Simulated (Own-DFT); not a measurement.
## Calculated data, AlSi17C18 (4H silicon carbide with substituted atoms, atoms displaced), AlSi17C18 (2H silicon carbide with substituted atoms, atoms displaced)

A calculation, not a measurement: plane-wave PBE density functional theory by an unreviewed code, no spin, of a simulated periodic cell, stress positive in tension, free energy of the whole cell less one offset for each atom, not probed for a lower state with spin; forces on such cells passed a denser k mesh, this cell's mesh not checked; offsets are fitted by least squares, one for each functional and potential file, so energies compare only between cells with the same atoms and settings and are not formation energies; the far tail of each file's local potential was reset to the Coulomb form; each entry is a single point on an unrelaxed cell, so the pressure reflects the starting lattice, mostly measured values (interpolated for alloys), from which strain is counted, and rises with the displacements; printed positions are rounded, which can move forces by about a meV/angstrom; the program, named Own-DFT, is a retired in-house code; no spin-orbit coupling; before rounding, a Quantum ESPRESSO 7.3.1 run of the same cell and cutoff gave forces within 1 meV/angstrom rms on each cell, which checks the program and not the settings. Program: Own-DFT development build.

Common to all runs: functional PBE; potential files PseudoDojo norm-conserving, scalar-relativistic, standard set; wave cutoff 42 hartree; occupations Fermi-Dirac; smearing width 0.1 eV; k mesh 4 x 4 x 3 centred on Gamma.

(1) 
```cif
# cell vector a (Å): 9.2481 0.0000 0.0000
# cell vector b (Å): -4.6241 8.0091 0.0000
# cell vector c (Å): 0.0000 0.0000 10.0681
data_AlSi17C18
_symmetry_space_group_name_H-M 'P 1'
_symmetry_Int_Tables_number 1
_cell_length_a 9.2481
_cell_length_b 9.2481
_cell_length_c 10.0681
_cell_angle_alpha 90.000
_cell_angle_beta 90.000
_cell_angle_gamma 120.000
_cell_volume 745.73
loop_
_atom_site_label
_atom_site_type_symbol
_atom_site_fract_x
_atom_site_fract_y
_atom_site_fract_z
_atom_site_occupancy
Si1 Si 0.99167 0.99507 0.40615 1
Si2 Si 0.11878 0.23800 0.14156 1
C1 C 0.00131 0.00646 0.09202 1
C2 C 0.12269 0.23139 0.33969 1
Al1 Al 0.00596 0.33913 0.41909 1
Si3 Si 0.11668 0.56852 0.15138 1
C3 C 0.00072 0.33231 0.09528 1
C4 C 0.11574 0.56619 0.34642 1
Si4 Si 0.99312 0.66574 0.40695 1
Si5 Si 0.11708 0.88948 0.15824 1
C5 C 0.99381 0.66235 0.08697 1
C6 C 0.11579 0.88805 0.33756 1
Si6 Si 0.32716 0.99548 0.39722 1
Si7 Si 0.44635 0.22243 0.15875 1
C7 C 0.32515 0.99022 0.08571 1
C8 C 0.43939 0.22240 0.34351 1
Si8 Si 0.32428 0.33077 0.40000 1
Si9 Si 0.43611 0.54599 0.16277 1
C9 C 0.33704 0.32599 0.09355 1
C10 C 0.46278 0.55868 0.34141 1
Al2 Al 0.34258 0.67658 0.40995 1
Si10 Si 0.44560 0.89393 0.15542 1
C11 C 0.33919 0.66745 0.09339 1
C12 C 0.44954 0.89010 0.34169 1
Si11 Si 0.66800 0.00667 0.40277 1
Si12 Si 0.77898 0.22422 0.15244 1
C13 C 0.67184 0.00834 0.09307 1
C14 C 0.76328 0.21079 0.34618 1
Si13 Si 0.65840 0.33392 0.40448 1
Si14 Si 0.77128 0.54248 0.16157 1
C15 C 0.66400 0.34065 0.08927 1
C16 C 0.78747 0.55543 0.33831 1
Si15 Si 0.66874 0.66419 0.40603 1
Si16 Si 0.77535 0.88653 0.15094 1
C17 C 0.67368 0.66749 0.08779 1
C18 C 0.78008 0.89229 0.34490 1
Si17 Si 0.00910 0.00763 0.91125 1
Si18 Si 0.88021 0.76489 0.65408 1
C19 C 0.00108 0.99573 0.59441 1
C20 C 0.89064 0.78100 0.84881 1
Si19 Si 0.99504 0.66237 0.91056 1
Si20 Si 0.87369 0.43948 0.65805 1
C21 C 0.98749 0.66231 0.59158 1
C22 C 0.87154 0.42696 0.83497 1
Si21 Si 0.98677 0.33541 0.91295 1
Si22 Si 0.88961 0.12110 0.65371 1
C23 C 0.00178 0.33991 0.59693 1
C24 C 0.89486 0.11946 0.83927 1
Si23 Si 0.66708 0.99800 0.90310 1
Si24 Si 0.55204 0.77087 0.65344 1
C25 C 0.66399 0.99075 0.59757 1
C26 C 0.55547 0.78060 0.84150 1
Si25 Si 0.66679 0.65580 0.91084 1
Si26 Si 0.56174 0.45693 0.65924 1
C27 C 0.66359 0.67079 0.59593 1
C28 C 0.55577 0.43595 0.84193 1
Si27 Si 0.65676 0.32553 0.90177 1
Si28 Si 0.56002 0.11035 0.64992 1
C29 C 0.65161 0.31971 0.59399 1
C30 C 0.56228 0.11130 0.84741 1
Si29 Si 0.33581 0.00338 0.89364 1
Si30 Si 0.21762 0.76512 0.66073 1
C31 C 0.32617 0.99979 0.59637 1
C32 C 0.22456 0.77800 0.85074 1
Si31 Si 0.33108 0.67310 0.91146 1
Si32 Si 0.21498 0.43389 0.66249 1
C33 C 0.32790 0.66449 0.60057 1
C34 C 0.22239 0.43746 0.83922 1
Si33 Si 0.33037 0.33287 0.90273 1
Si34 Si 0.22493 0.10457 0.65490 1
C35 C 0.34237 0.33106 0.60048 1
C36 C 0.21859 0.11142 0.84334 1
_calc_free_energy_of_cell_above_offsets '-2.259'  # eV
_calc_pressure 7.09  # GPa
_calc_stress_xx -7.26  # GPa
_calc_stress_yy -5.05  # GPa
_calc_stress_zz -8.95  # GPa
_calc_stress_yz 0.15  # GPa
_calc_stress_xz -0.92  # GPa
_calc_stress_xy -0.21  # GPa
```

Force:
```csv
element,x (eV/Å),y (eV/Å),z (eV/Å)
Si,1.712,1.987,-0.134
Si,1.014,-2.926,3.266
C,0.547,-0.237,0.981
C,-1.852,-2.502,-1.408
Al,-0.51,-0.231,-3.492
Si,0.082,-1.23,2.125
C,-1.646,2.181,-0.615
C,-1.321,0.226,-2.093
Si,2.642,0.248,-0.312
Si,-1.941,-0.334,-2.002
C,0.103,0.252,2.25
C,-1.991,-0.584,1.234
Si,1.627,0.65,2.047
Si,-0.005,-1.377,-0.77
C,1.162,1.838,0.439
C,0.317,-0.334,-0.256
Si,2.454,1.816,2.315
Si,1.672,1.397,-1.504
C,-1.002,1.595,-1.206
C,-1.676,-1.714,0.374
Al,0.371,-2.116,0.124
Si,0.668,-0.311,-0.08
C,-0.443,-0.023,0.499
C,-1.135,2.585,-0.991
Si,0.542,-2.529,1.438
Si,-0.628,0.184,1.715
C,-0.243,-1.435,-0.689
C,-0.353,3.336,-1.626
Si,1.395,-0.914,0.45
Si,-0.047,3.039,-2.189
C,1.086,-2.49,0.107
C,-2.274,-0.685,1.906
Si,0.57,1.079,-0.24
Si,0.444,0.732,0.656
C,-1.048,-1.007,2.479
C,-0.607,-1.129,-0.832
Si,-1.768,-1.107,-1.454
Si,-0.291,3.085,1.747
C,-0.821,0.23,-0.318
C,0.11,-0.747,-1.003
Si,-0.245,0.242,-2.268
Si,1.436,-0.328,-2.089
C,1.384,-0.694,0.549
C,0.221,2.617,2.644
Si,2.316,-0.635,-2.16
Si,1.119,-1.51,0.232
C,-0.965,-0.481,2.933
C,-0.194,-1.032,1.402
Si,1.075,0.346,0.253
Si,-1.737,0.87,1.346
C,-0.194,1.434,-1.462
C,0.649,-1.387,0.833
Si,-0.82,1.498,-1.703
Si,-0.253,-2.769,-0.599
C,1.355,-1.08,-1.29
C,-1.387,1.28,0.373
Si,0.769,0.494,0.905
Si,-1.236,-2.107,1.38
C,0.494,3.243,-0.942
C,-1.33,-0.815,-1.542
Si,-0.185,-0.285,1.726
Si,-1.15,1.477,-0.428
C,2.826,-2.079,-1.204
C,-1.701,-0.535,-1.192
Si,2.291,-1.514,-1.478
Si,0.921,1.232,-1.992
C,1.186,-1.049,0.74
C,-1.879,1.469,3.161
Si,0.976,-0.203,0.328
Si,-2.194,1.444,0.415
C,-1.935,0.202,-1.443
C,1.469,0.154,-0.369
```

(2) 
```cif
# cell vector a (Å): 9.2481 0.0000 0.0000
# cell vector b (Å): -4.6241 8.0091 0.0000
# cell vector c (Å): 0.0000 0.0000 10.0681
data_AlSi17C18
_symmetry_space_group_name_H-M 'P 1'
_symmetry_Int_Tables_number 1
_cell_length_a 9.2481
_cell_length_b 9.2481
_cell_length_c 10.0681
_cell_angle_alpha 90.000
_cell_angle_beta 90.000
_cell_angle_gamma 120.000
_cell_volume 745.73
loop_
_atom_site_label
_atom_site_type_symbol
_atom_site_fract_x
_atom_site_fract_y
_atom_site_fract_z
_atom_site_occupancy
Al1 Al 0.00292 0.01089 0.01453 1
Si1 Si 0.10664 0.22637 0.25109 1
C1 C 0.99205 0.98900 0.19395 1
C2 C 0.12344 0.22774 0.44198 1
Si2 Si 0.99807 0.01553 0.49526 1
Si3 Si 0.11840 0.21494 0.75000 1
C3 C 0.01964 0.01272 0.68964 1
C4 C 0.10979 0.21929 0.93743 1
Al2 Al 0.01709 0.35749 0.99744 1
Si4 Si 0.12781 0.55426 0.24857 1
C5 C 0.00620 0.33792 0.18027 1
C6 C 0.12894 0.57450 0.43921 1
Si5 Si 0.99997 0.33596 0.49654 1
Si6 Si 0.12614 0.55135 0.76562 1
C7 C 0.99761 0.33332 0.69284 1
C8 C 0.10453 0.54808 0.93356 1
Si7 Si 0.99888 0.67406 0.00478 1
Si8 Si 0.13125 0.89694 0.24401 1
C9 C 0.98226 0.67889 0.18599 1
C10 C 0.09791 0.87670 0.42445 1
Si9 Si 0.00253 0.65072 0.51174 1
Si10 Si 0.10430 0.89263 0.74782 1
C11 C 0.00780 0.67456 0.69997 1
C12 C 0.12133 0.90165 0.93013 1
Si11 Si 0.33647 0.99115 0.01010 1
Si12 Si 0.44544 0.23797 0.25335 1
C13 C 0.32272 0.01180 0.18938 1
C14 C 0.46731 0.22241 0.44659 1
Si13 Si 0.32705 0.99477 0.50089 1
Si14 Si 0.46761 0.22829 0.74981 1
C15 C 0.34379 0.99861 0.67076 1
C16 C 0.43031 0.21367 0.93247 1
Si15 Si 0.35073 0.34734 0.99829 1
Si16 Si 0.46279 0.56858 0.24748 1
C17 C 0.34016 0.34412 0.18273 1
C18 C 0.43760 0.56185 0.43244 1
Si17 Si 0.32536 0.32492 0.49610 1
Si18 Si 0.46324 0.55548 0.75024 1
C19 C 0.34157 0.32533 0.69622 1
C20 C 0.44302 0.55283 0.92423 1
Si19 Si 0.33573 0.66996 0.99979 1
Si20 Si 0.44952 0.88860 0.26473 1
C21 C 0.32927 0.66790 0.19557 1
C22 C 0.45247 0.87984 0.43800 1
Si21 Si 0.33775 0.68332 0.51582 1
Si22 Si 0.45731 0.89970 0.76010 1
C23 C 0.31945 0.64640 0.68253 1
C24 C 0.44212 0.87409 0.93893 1
Si23 Si 0.67505 0.00469 0.00600 1
Si24 Si 0.77636 0.21804 0.25134 1
C25 C 0.67566 0.99700 0.19823 1
C26 C 0.77679 0.21728 0.43673 1
Si25 Si 0.65231 0.00266 0.49044 1
Si26 Si 0.78046 0.22489 0.75053 1
C27 C 0.65127 0.99434 0.68356 1
C28 C 0.77358 0.21441 0.94803 1
Si27 Si 0.68627 0.34733 0.99600 1
Si28 Si 0.78499 0.56961 0.24547 1
C29 C 0.67346 0.33393 0.18060 1
C30 C 0.77962 0.55909 0.44311 1
Si29 Si 0.67840 0.33228 0.51885 1
Si30 Si 0.76190 0.54595 0.74708 1
C31 C 0.65207 0.31902 0.69636 1
C32 C 0.76619 0.54372 0.93758 1
Si31 Si 0.66411 0.64899 0.99637 1
Si32 Si 0.76292 0.87062 0.25440 1
C33 C 0.66542 0.65683 0.18657 1
C34 C 0.78512 0.88853 0.44482 1
Si33 Si 0.66362 0.66276 0.50451 1
Si34 Si 0.79106 0.88775 0.75678 1
C35 C 0.66367 0.66218 0.68649 1
C36 C 0.78159 0.90088 0.93049 1
_calc_free_energy_of_cell_above_offsets '9.616'  # eV
_calc_pressure 10.95  # GPa
_calc_stress_xx -8.53  # GPa
_calc_stress_yy -10.27  # GPa
_calc_stress_zz -14.04  # GPa
_calc_stress_yz 3.55  # GPa
_calc_stress_xz 2.5  # GPa
_calc_stress_xy -3.62  # GPa
```

Force:
```csv
element,x (eV/Å),y (eV/Å),z (eV/Å)
Al,0.329,-1.257,-1.958
Si,1.341,-1.162,-1.204
C,-0.204,1.342,3.105
C,-3.746,-0.339,-1.921
Si,2.901,-2.97,0.752
Si,-0.773,3.148,2.301
C,-3.201,-2.531,-2.743
C,1.978,2.653,-1.401
Al,0.027,-7.565,1.369
Si,-4.595,-1.212,1.621
C,-0.847,-0.146,4.195
C,-0.506,-2.932,-0.781
Si,1.129,0.85,1.175
Si,-3.105,-0.008,-3.766
C,0.905,-0.169,-1.286
C,0.141,8.582,1.578
Si,0.366,0.28,-2.004
Si,-7.101,-3.159,2.295
C,5.866,0.828,-1.353
C,1.456,1.484,3.106
Si,-2.478,3.139,-1.004
Si,4.059,0.076,0.56
C,-0.649,-2.91,-1.08
C,0.622,-1.959,1.496
Si,-1.38,1.487,-2.508
Si,2.391,-0.753,-0.004
C,6.688,1.94,-0.584
C,-3.386,-0.316,-1.795
Si,-0.163,0.102,-3.169
Si,-9.285,-6.324,2.389
C,-0.741,-0.162,5.477
C,2.771,0.281,0.955
Si,-2.134,-2.966,-0.486
Si,-3.684,-2.577,1.318
C,-0.737,0.273,1.178
C,1.705,-0.516,1.5
Si,4.423,3.073,2.245
Si,-4.682,-1.875,-1.895
C,-0.347,1.288,-2.102
C,0.408,1.508,3.575
Si,-0.331,-2.787,0.586
Si,-1.012,0.257,-3.402
C,3.57,2.324,-2.864
C,-3.738,0.981,0.237
Si,1.312,-3.062,-3.364
Si,-2.797,-2.535,-1.95
C,3.139,2.212,3.959
C,-0.058,3.506,1.272
Si,-0.192,-1.493,-0.059
Si,0.533,1.845,-1.14
C,-2.215,-0.419,-1.162
C,0.353,1.619,0.477
Si,4.791,-0.152,3.262
Si,0.494,-2.173,1.734
C,3.975,1.83,-0.452
C,-0.688,1.474,-2.614
Si,-1.012,-5.479,2.004
Si,-0.26,-4.462,3.114
C,-1.011,0.653,1.431
C,0.858,-1.35,0.199
Si,-1.204,0.79,-3.776
Si,2.957,1.271,0.736
C,8.182,5.579,-2.303
C,1.545,3.499,-2.188
Si,-2.158,3.55,0.096
Si,3.159,2.337,0.585
C,-0.604,1.731,-1.635
C,-3.07,-0.596,-0.662
Si,-0.264,0.523,-1.356
Si,-1.809,1.07,-2.39
C,1.97,1.842,0.247
C,-0.179,-2.913,2.231
```

(3) 
```cif
# cell vector a (Å): 9.2481 0.0000 0.0000
# cell vector b (Å): -4.6241 8.0091 0.0000
# cell vector c (Å): 0.0000 0.0000 10.0681
data_AlSi17C18
_symmetry_space_group_name_H-M 'P 1'
_symmetry_Int_Tables_number 1
_cell_length_a 9.2481
_cell_length_b 9.2481
_cell_length_c 10.0681
_cell_angle_alpha 90.000
_cell_angle_beta 90.000
_cell_angle_gamma 120.000
_cell_volume 745.73
loop_
_atom_site_label
_atom_site_type_symbol
_atom_site_fract_x
_atom_site_fract_y
_atom_site_fract_z
_atom_site_occupancy
Al1 Al 0.99908 0.00074 0.00804 1
Al2 Al 0.11237 0.21379 0.24876 1
C1 C 0.99910 0.99599 0.19586 1
C2 C 0.11555 0.23121 0.42758 1
Si1 Si 0.99358 0.00538 0.52107 1
Si2 Si 0.11629 0.21633 0.76056 1
C3 C 0.00185 0.99660 0.68980 1
C4 C 0.11416 0.21565 0.92579 1
Si3 Si 0.98606 0.32695 0.99417 1
Si4 Si 0.10751 0.54303 0.25790 1
C5 C 0.99500 0.33112 0.18482 1
C6 C 0.11932 0.54560 0.43715 1
Si5 Si 0.01493 0.31844 0.50153 1
Si6 Si 0.09799 0.53966 0.74052 1
C7 C 0.99675 0.32051 0.68339 1
C8 C 0.11894 0.57161 0.94486 1
Si7 Si 0.99975 0.65904 0.99562 1
Si8 Si 0.12543 0.88875 0.23754 1
C9 C 0.99290 0.67221 0.19268 1
C10 C 0.11612 0.90159 0.44803 1
Si9 Si 0.98903 0.65356 0.50707 1
Si10 Si 0.10891 0.88625 0.74515 1
C11 C 0.00849 0.66742 0.67200 1
C12 C 0.12671 0.89581 0.93632 1
Si11 Si 0.33052 0.00185 0.00208 1
Si12 Si 0.44793 0.23068 0.26367 1
C13 C 0.32085 0.99632 0.20719 1
C14 C 0.43304 0.21735 0.44153 1
Si13 Si 0.33199 0.01443 0.50354 1
Si14 Si 0.43540 0.21223 0.75647 1
C15 C 0.34911 0.01124 0.69164 1
C16 C 0.45236 0.23476 0.94971 1
Si15 Si 0.32786 0.33829 0.00752 1
Si16 Si 0.42891 0.53992 0.24843 1
C17 C 0.34300 0.34200 0.18200 1
C18 C 0.45884 0.56966 0.44154 1
Si17 Si 0.33931 0.34502 0.50440 1
Si18 Si 0.45010 0.54838 0.74396 1
C19 C 0.32528 0.30437 0.69538 1
C20 C 0.43658 0.55193 0.92832 1
Si19 Si 0.33292 0.65272 0.01028 1
Si20 Si 0.43922 0.89262 0.23990 1
C21 C 0.34429 0.66196 0.19828 1
C22 C 0.44565 0.87677 0.44682 1
Si21 Si 0.33632 0.66398 0.49097 1
Si22 Si 0.44950 0.88869 0.76264 1
C23 C 0.31500 0.63821 0.67282 1
C24 C 0.46457 0.89116 0.92917 1
Si23 Si 0.65553 0.99045 0.99035 1
Si24 Si 0.77180 0.21821 0.25725 1
C25 C 0.67075 0.00649 0.18492 1
C26 C 0.78187 0.22381 0.44352 1
Si25 Si 0.66208 0.99725 0.50510 1
Si26 Si 0.76290 0.20495 0.73866 1
C27 C 0.66999 0.00709 0.70019 1
C28 C 0.76391 0.22828 0.93684 1
Si27 Si 0.66412 0.33486 0.01836 1
Si28 Si 0.77001 0.55120 0.26623 1
C29 C 0.67262 0.33845 0.18542 1
C30 C 0.77886 0.56205 0.43798 1
Si29 Si 0.66391 0.31800 0.49504 1
Si30 Si 0.78215 0.55187 0.75662 1
C31 C 0.67165 0.33236 0.67765 1
C32 C 0.77427 0.56189 0.93324 1
Si31 Si 0.66465 0.66910 0.00009 1
Si32 Si 0.79858 0.88292 0.24954 1
C33 C 0.66013 0.66770 0.19549 1
C34 C 0.79498 0.89410 0.43220 1
Si33 Si 0.67184 0.67013 0.50767 1
Si34 Si 0.77435 0.88818 0.75303 1
C35 C 0.65985 0.66001 0.70589 1
C36 C 0.76786 0.88114 0.93424 1
_calc_free_energy_of_cell_above_offsets '7.644'  # eV
_calc_pressure 10.79  # GPa
_calc_stress_xx -9.2  # GPa
_calc_stress_yy -8.21  # GPa
_calc_stress_zz -14.95  # GPa
_calc_stress_yz -1.8  # GPa
_calc_stress_xz -0.28  # GPa
_calc_stress_xy -1.58  # GPa
```

Force:
```csv
element,x (eV/Å),y (eV/Å),z (eV/Å)
Al,-0.145,-0.945,-1.041
Al,-0.48,1.307,-1.64
C,2.941,-1.173,-1.159
C,3.573,-1.875,3.979
Si,2.252,0.255,-6.027
Si,-1.514,-0.008,-4.2
C,-1.457,-0.228,3.118
C,-1.483,2.456,5.657
Si,1.133,0.363,0.679
Si,-0.562,0.866,-1.82
C,-1.038,0.165,-0.565
C,-2.319,-0.032,0.659
Si,-4.483,2.819,0.299
Si,1.483,1.267,1.068
C,-0.128,-0.828,1.413
C,1.304,-3.393,-2.313
Si,-2.583,2.575,1.853
Si,-8.373,-2.762,4.418
C,1.568,-2.054,-0.694
C,-0.505,-1.915,-0.769
Si,1.912,1.918,-5.66
Si,2.181,0.24,0.929
C,-1.293,-0.478,6.612
C,-1.258,-2.486,-0.979
Si,1.938,1.069,0.178
Si,-0.497,-0.651,-2.996
C,6.648,4.652,-4.185
C,1.576,3.241,-0.344
Si,1.635,-4.062,1.048
Si,3.233,2.086,1.531
C,-0.689,-3.46,-0.255
C,-0.977,-1.689,-0.709
Si,0.831,-0.774,-2.939
Si,3.295,2.988,2.271
C,0.685,-2.286,1.643
C,0.187,-2.576,-0.755
Si,-0.641,-1.228,0.157
Si,-4.159,-2.006,0.917
C,-1.184,4.114,-2.245
C,0.923,-0.104,1.87
Si,-0.389,1.753,-1.403
Si,3.05,-0.84,2.645
C,-3.955,1.21,-1.924
C,-1.749,3.456,-1.907
Si,-0.715,-0.546,1.572
Si,-1.383,-1.537,-5.503
C,1.494,2.016,2.553
C,-6.154,-3.123,4.098
Si,4.755,3.887,3.3
Si,1.747,0.341,-1.409
C,-0.467,-1.498,-0.174
C,0.866,-1.288,-0.844
Si,1.211,-0.331,-0.799
Si,0.558,7.204,3.07
C,0.519,-6.396,-3.392
C,1.743,-1.143,-0.95
Si,-0.046,0.885,-5.655
Si,0.302,1.661,-4.285
C,-0.825,-0.584,6.009
C,0.037,-2.203,2.689
Si,-1.572,2.516,1.142
Si,-0.386,-0.486,-2.333
C,-1.171,-0.081,1.705
C,1.659,-1.003,2.403
Si,-0.48,-0.491,0.489
Si,-4.249,0.117,0.509
C,0.808,-1.443,-1.174
C,-2.311,-0.604,3.008
Si,0.093,0.864,-0.077
Si,0.691,-0.3,0.67
C,2.897,1.726,-3.638
C,-0.106,0.892,0.601
```
